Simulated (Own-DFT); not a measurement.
# Same atoms, different arrangement: C36Si36, 72 atoms

The numbers are computed, not measured, by runs of the plane-wave DFT program Own-DFT (in-house, retired, unreviewed) at fixed positions, with no spin and no spin-orbit coupling.

Common settings: PBE; PseudoDojo norm-conserving scalar-relativistic files; cutoff 42 hartree; 4 x 4 x 3 k mesh centred on Gamma; Fermi-Dirac smearing of 0.1 eV.

Keep in mind: forces on such cells passed a denser k mesh, each cell not checked; stress not checked against mesh or cutoff.

All cells hold the same atoms in the same cell, with vectors in Å (9.248, 0.000, 0.000); (-4.624, 8.009, 0.000); (0.000, 0.000, 10.068). Every atom was moved at random from its ideal site; u is the rms move along one axis. Free energies are per cell, over the lowest run. The arrangements:

- A: 2H SiC
- B: 4H SiC

```
arrangement   u (Å)  E (eV)  P (GPa)
          A  0.0263   0.042     3.71
          A  0.0272   0.000     3.66
          A  0.0302   0.493     3.85
          A  0.0559   6.762     6.09
          A  0.0588   7.808     6.27
          A  0.0640   9.249     7.14
          B  0.0284   0.190     3.78
          B  0.0305   0.364     3.77
          B  0.0310   0.637     3.89
          B  0.0570   6.311     5.63
          B  0.0571   7.130     6.27
          B  0.0585   6.383     5.55
```

The question: which arrangement lies lowest after the energy of the random moves is removed?

## Answer

Fit E = a + b u², with one b for all and one a for each arrangement, and with residuals divided by u², since the noise grows with the moves. Then b = 2685 eV/Å², the scatter at u = 0.04 Å is 0.22 eV, and against A:

- B: -0.14 ± 0.09 eV (not told apart from A)

The cells share one lattice and weren't relaxed, which can shift such small differences either way.
